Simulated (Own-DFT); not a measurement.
# Response to strain: C40 NbSi2, 36 atoms (Nb12Si24)

These are calculations, not measurements. They come from Own-DFT, an in-house plane-wave density functional program, since retired, whose code no person has reviewed. Each row is one single-point run on a periodic cell that was not relaxed, without spin or spin-orbit coupling.

Settings of every run: PBE; PseudoDojo norm-conserving scalar-relativistic files; cutoff 42 hartree; 4 x 4 x 5 k mesh centred on Gamma; cold (Marzari-Vanderbilt) smearing of 0.2 eV.

Known limits: forces on such cells failed a check on a denser k mesh; stress not checked against mesh or cutoff.

Unstrained cell vectors in Å: (0.000, 8.324, 0.000); (-9.613, 0.000, 0.000); (0.000, 0.000, 6.586). The unstrained cell was taken from the Materials Project. The random moves and any unrelaxed bonds add to the pressure at no strain. Each run strains this cell uniformly, with the atoms carried along. Every atom was also moved at random, by a Gaussian of width 0.05 Å on each axis. Strain is the symmetric tensor, in per cent. Stress is positive in tension, and the pressure is minus a third of its trace.

```
run  e_xx (%)  e_yy (%)  e_zz (%)  e_yz (%)  e_xz (%)  e_xy (%)  s_xx (GPa)  s_yy (GPa)  s_zz (GPa)  s_yz (GPa)  s_xz (GPa)  s_xy (GPa)  P (GPa)  E (meV/atom)
  1     -1.22     -0.47     -0.43      0.59     -0.12      0.17       -8.09       -5.13       -6.63        2.09       -0.18        0.92     6.62           0.0
  2     -1.38     -0.06      0.93     -1.22      1.21      1.56       -6.73       -2.67       -0.72       -3.91        2.99        4.44     3.37           4.8
  3     -1.33     -1.51      0.91     -0.87      1.66      1.58       -7.94       -8.87       -2.67       -3.45        5.46        5.20     6.49          26.5
  4      0.82     -1.80      0.41      1.92      1.43     -1.16        0.31       -9.17       -3.26        6.27        4.39       -3.41     4.04          15.8
  5      0.12     -0.36     -0.01      0.28      0.48     -1.49       -2.55       -3.85       -3.93        1.53        1.76       -4.28     3.44           7.8
  6     -1.74     -0.75     -1.27      0.91     -0.97     -1.57      -11.54       -8.11      -12.01        3.69       -3.79       -4.87    10.55          30.2
  7     -1.03     -1.32     -1.79      1.00      1.20      1.40       -9.31      -10.29      -15.77        4.27        3.80        4.60    11.79          40.8
  8     -1.14     -1.15     -1.93     -0.64      1.49     -0.68       -9.65      -10.10      -16.30       -1.98        5.17       -1.76    12.02          44.4
  9     -1.16     -0.96      2.00     -0.89     -0.63     -1.40       -6.27       -4.79        3.62       -2.52       -1.87       -4.08     2.48           7.7
 10      0.37      0.08      0.88     -1.24      1.39     -1.71       -0.95       -0.92        0.32       -3.05        4.08       -5.07     0.52           7.9
 11     -0.57     -1.42      0.22      1.47      1.39      1.47       -5.49       -8.46       -5.26        3.86        5.20        4.38     6.40          27.5
 12      0.24      0.87     -0.35      0.76      1.99     -1.99       -1.41        0.81       -4.77        2.53        6.42       -5.74     1.79           9.9
 13      1.27     -1.56     -1.29      1.61      0.58     -1.20        0.04       -8.91      -10.16        5.73        1.55       -3.63     6.34          20.5
 14     -1.74     -1.14     -0.82     -1.25      0.83      1.33      -11.20       -8.54      -10.28       -4.02        2.52        4.58    10.01          20.8
 15      0.43     -1.34      1.59     -1.20     -0.17     -0.86       -0.94       -6.19        2.81       -3.35       -0.25       -2.62     1.44           8.3
 16     -1.05      1.59     -0.74      1.73     -1.76      0.39           ?           ?           ?           ?           ?           ?        ?             ?
```

E is the free energy for each atom above the lowest run shown.

## Worked fit

Each stress component was fitted by least squares to a constant and the strains of the runs shown, as fractions, with shears doubled. Shear strains stay in the fit of a normal stress only where such slopes are resolved. The slopes, in GPa:

```
stress  at no strain  per e_xx  per e_yy  per e_zz  scatter
  s_xx          -2.8  391 ± 10   61 ± 14    90 ± 8     0.37
  s_yy          -2.4    63 ± 8  411 ± 11    99 ± 7     0.31
  s_zz          -3.9   90 ± 15  111 ± 20  485 ± 13     0.56
```

Each shear stress against twice its own strain: yz 152 ± 7, xz 166 ± 11, xy 149 ± 4 GPa. These are stiffnesses along x, y and z of the frame in which the cell vectors are given, which need not be the crystal's axes. The atoms are held to the strained lattice; where symmetry lets them move under strain, relaxing them would lower some slopes. The table should be nearly symmetric about its diagonal, and what it lacks of that shows the noise. A ninth of its sum, 200 ± 6 GPa, estimates the bulk modulus near the mean pressure of these runs, 5.8 GPa, so it lies above the value at zero pressure.

## Withheld run

Question: what normal stresses and pressure should run 16 give?

The fit gives s_xx = -6.6, s_yy = 2.8, s_zz = -6.7 and P = 3.5 GPa. The calculation gave -5.21, 0.91, -8.74 and P = 4.35 GPa. This run lies off the fit, by chance or by something that the fit leaves out.
